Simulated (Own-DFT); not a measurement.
# Response to strain: wurtzite GaN, 96 atoms (Ga48N48)

Calculated results; nothing here was measured. They come from Own-DFT, an in-house plane-wave density functional program, since retired, whose code no person has reviewed. Each row is one single-point run on a periodic cell that was not relaxed, without spin or spin-orbit coupling.

Settings of every run: PBE; PseudoDojo norm-conserving scalar-relativistic files (stringent for Ga); cutoff 96 hartree; 3 x 4 x 3 k mesh centred on Gamma; Gaussian smearing of 0.01 eV.

Known limits: forces on such cells passed a denser k mesh, each cell not checked; stress not checked against mesh or cutoff.

Unstrained cell vectors in Å: (12.756, 0.000, 0.000); (-4.783, 8.285, 0.000); (0.000, 0.000, 10.370). The unstrained cell has measured lattice constants (interpolated for alloys), not those of this functional. That, the random moves and any unrelaxed bonds set the pressure at no strain. Each run strains this cell uniformly, with the atoms carried along. Every atom was also moved at random, by a Gaussian of width 0.05 Å on each axis. Strain is the symmetric tensor, in per cent. Stress is positive in tension, and the pressure is minus a third of its trace.

```
run,e_xx (%),e_yy (%),e_zz (%),e_yz (%),e_xz (%),e_xy (%),s_xx (GPa),s_yy (GPa),s_zz (GPa),s_yz (GPa),s_xz (GPa),s_xy (GPa),P (GPa),E (meV/atom)
1,-1.97,1.39,0.75,-0.58,0.84,1.91,-12.85,-2.86,-4.96,-0.87,1.55,5.29,6.89,18.1
2,1.95,0.88,1.66,-0.96,-0.19,-0.56,2.68,-0.50,0.79,-1.25,-0.63,-0.98,-0.99,0.0
3,-1.49,-0.53,1.90,1.83,1.63,-0.91,-12.86,-9.32,-1.35,4.08,3.08,-0.84,7.84,30.8
4,-0.22,-1.94,-1.02,-0.11,1.83,1.78,-11.60,-17.71,-14.03,-0.05,4.46,5.57,14.45,43.4
5,1.95,1.65,1.03,-0.73,0.21,-0.70,2.33,1.49,-0.81,-1.52,-0.17,-2.14,-1.00,7.9
6,-0.98,-1.89,0.68,-0.99,1.81,-1.09,-14.53,-15.24,-6.03,-2.37,3.80,-2.55,11.93,35.0
7,-1.09,-0.99,-1.05,0.77,1.99,-0.92,-14.83,-13.20,-13.63,1.83,5.02,-4.96,13.89,29.1
8,-0.25,-0.13,1.74,1.98,-1.11,0.32,-8.62,-7.02,-0.44,4.61,-3.07,1.02,5.36,32.8
9,-0.03,0.27,0.17,-1.73,-1.55,-0.87,-7.34,-6.67,-6.53,-4.29,-3.26,-3.98,6.85,26.5
10,-1.10,-1.62,-0.95,-1.60,-0.29,0.51,-16.05,-16.01,-14.26,-4.04,-0.50,3.11,15.44,47.7
11,-1.01,-0.48,-0.02,0.29,0.05,-1.45,-10.68,-10.58,-8.44,0.37,0.05,-4.60,9.90,12.7
12,0.97,-1.20,1.57,-1.09,1.89,-1.37,-3.82,-8.81,-0.56,-2.23,3.80,-4.40,4.40,6.9
13,1.24,0.69,0.64,-1.50,-1.63,-1.13,-1.74,-2.16,-4.15,-2.81,-3.90,-3.41,2.68,12.5
14,1.10,0.23,-0.27,1.84,1.42,1.14,-2.06,-5.71,-8.05,3.35,3.25,3.54,5.27,13.8
15,0.64,0.66,0.10,0.02,-1.04,0.42,-3.42,-3.14,-7.02,-0.08,-2.76,1.11,4.53,11.2
16,-0.85,-0.38,0.53,-1.93,-0.18,-1.36,?,?,?,?,?,?,?,?
```

E is the free energy for each atom above the lowest run shown.

## Worked fit

Each stress component was fitted by least squares to a constant and the strains of the runs shown, as fractions, with shears doubled. Shear strains stay in the fit of a normal stress only where such slopes are resolved. The slopes, in GPa:

```
stress,at no strain,per e_xx,per e_yy,per e_zz,scatter
s_xx,-7.6,402 ± 22,148 ± 25,60 ± 26,0.91
s_yy,-7.5,100 ± 16,405 ± 18,105 ± 19,0.66
s_zz,-7.9,65 ± 11,57 ± 12,443 ± 13,0.46
```

Each shear stress against twice its own strain: yz 106 ± 5, xz 113 ± 3, xy 168 ± 15 GPa. These are stiffnesses along x, y and z of the frame in which the cell vectors are given, which need not be the crystal's axes. The atoms are held to the strained lattice; where symmetry lets them move under strain, relaxing them would lower some slopes. The table should be nearly symmetric about its diagonal, and what it lacks of that shows the noise. A ninth of its sum, 198 ± 4 GPa, estimates the bulk modulus near the mean pressure of these runs, 7.2 GPa, so it lies above the value at zero pressure.

## Withheld run

Question: what normal stresses and pressure should run 16 give?

The fit gives s_xx = -11.2, s_yy = -9.3, s_zz = -6.3 and P = 9.0 GPa. The calculation gave -10.90, -10.10, -5.89 and P = 8.96 GPa.
